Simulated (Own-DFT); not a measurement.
# How strain changes the stress of diamond-structure GeSn with randomly placed atoms, 64 atoms (Ge56Sn8)

These are calculations, not measurements. They come from Own-DFT, an in-house plane-wave density functional program, since retired, whose code no person has reviewed. Each row is one single-point run on a periodic cell that was not relaxed, without spin or spin-orbit coupling.

Settings of every run: PBE; PseudoDojo norm-conserving scalar-relativistic files; cutoff 49 hartree; 3 x 3 x 3 k mesh centred on Gamma; Fermi-Dirac smearing of 0.1 eV.

Known limits: forces on such cells moved up to 12 meV/angstrom on a denser k mesh; stress not checked against mesh or cutoff.

Unstrained cell vectors in Å: (11.524, 0.000, 0.000); (0.000, 11.524, 0.000); (0.000, 0.000, 11.524). The unstrained cell has measured lattice constants (interpolated for alloys), not those of this functional. That, the random moves and any unrelaxed bonds set the pressure at no strain. Each run strains this cell uniformly, with the atoms carried along. Every atom was also moved at random, by a Gaussian of width 0.05 Å on each axis. The random placing of the alloy's atoms differs from row to row. Strain is the symmetric tensor, in per cent. Stress is positive in tension, and the pressure is minus a third of its trace.

```
run  e_xx (%)  e_yy (%)  e_zz (%)  s_xx (GPa)  s_yy (GPa)  s_zz (GPa)  P (GPa)  E (meV/atom)
  1      0.25      0.25      0.00       -4.67       -4.79       -4.62     4.69          16.8
  2      1.25      1.25      0.00       -3.30       -3.29       -3.91     3.50          18.9
  3      1.00      1.00      0.00       -3.40       -3.54       -3.97     3.64           9.0
  4      2.50      2.50      0.00       -1.32       -1.44       -2.76     1.84           8.5
  5      0.75      0.75      0.00       -3.80       -3.87       -4.28     3.98           9.7
  6      1.75      1.75      0.00       -2.32       -2.31       -3.15     2.59           0.0
  7      2.25      2.25      0.00       -1.85       -1.74       -2.99     2.19          10.8
  8     -1.50     -1.50      0.00       -8.44       -8.38       -7.43     8.08          88.2
  9      2.00      2.00      0.00           ?           ?           ?        ?             ?
```

E is the free energy for each atom above the lowest run shown.

## Worked fit

The change of volume is close to e_xx + e_yy + e_zz. A straight line through the runs shown gives P = 5.41 - 76 x (fractional change of volume) GPa, with an error of 5 on the slope and a scatter of 0.31 GPa. The strain isn't the same on all axes, but the crystal is cubic, so the slope still estimates the bulk modulus, averaged over pressures from 1.8 to 8.1 GPa.

## Withheld run

Question: what pressure should run 9 give? Its volume changes by 4.04 %.

The line gives 2.3 GPa. The calculation gave 2.35 GPa.
